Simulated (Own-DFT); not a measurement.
# Point defects and the pressure they add: L1_0 TiAl

Source: density functional calculations with Own-DFT, an unreviewed in-house program that is no longer used. Nothing was measured or relaxed, and spin and spin-orbit coupling are left out.

Common settings: PBE; PseudoDojo norm-conserving scalar-relativistic files; cutoff 42 hartree; 4 x 4 x 4 k mesh centred on Gamma; cold (Marzari-Vanderbilt) smearing of 0.2 eV.

Caveats: forces on such cells failed a check on a denser k mesh; stress not checked against mesh or cutoff.

All runs share one cell, with vectors in Å (5.622, 5.622, 0.000); (-5.622, 5.622, 0.000); (0.000, 0.000, 8.133) and a volume of 514.0 Å³. The atoms are randomly displaced, by u rms on each axis. The defect's site can differ from row to row.

```
cell,formula,u (Å),P (GPa)
no defect,Al16Ti16,0.0200,1.17
no defect,Al16Ti16,0.0455,1.59
no defect,Al16Ti16,0.0544,1.87
two Al vacancies,Al14Ti16,0.0286,-0.55
two Al vacancies,Al14Ti16,0.0290,-0.67
two Al vacancies,Al14Ti16,0.0509,-0.34
one Ti vacancy,Al16Ti15,0.0288,0.57
one Ti vacancy,Al16Ti15,0.0298,?
one Ti vacancy,Al16Ti15,0.0308,0.54
one Ti vacancy,Al16Ti15,0.0309,0.55
```

## Working it out

P = P0 + c u² + a shift for each defect gives P0 = 1.14 GPa, c = 221 ± 33 GPa/Å² and a scatter of 0.08 GPa. The shifts, and each times the cell's volume:

- one Ti vacancy: -0.79 ± 0.07 GPa, -2.5 eV
- two Al vacancies: -1.97 ± 0.06 GPa, -6.3 eV (-3.2 eV for each of its 2 sites)

Positive is outwards. The product with the volume (160.2 GPa Å³ to the eV) is nearly free of the cell's size; divided by the bulk modulus at the cell's pressure it gives the volume that the defect adds. The atoms around the defects weren't relaxed, which would change these numbers.

## Check

Asked: what pressure belongs in the blank (one Ti vacancy, u = 0.0298 Å)?

The fit gives 0.55 ± 0.09 GPa. The calculation gave 0.59 GPa.
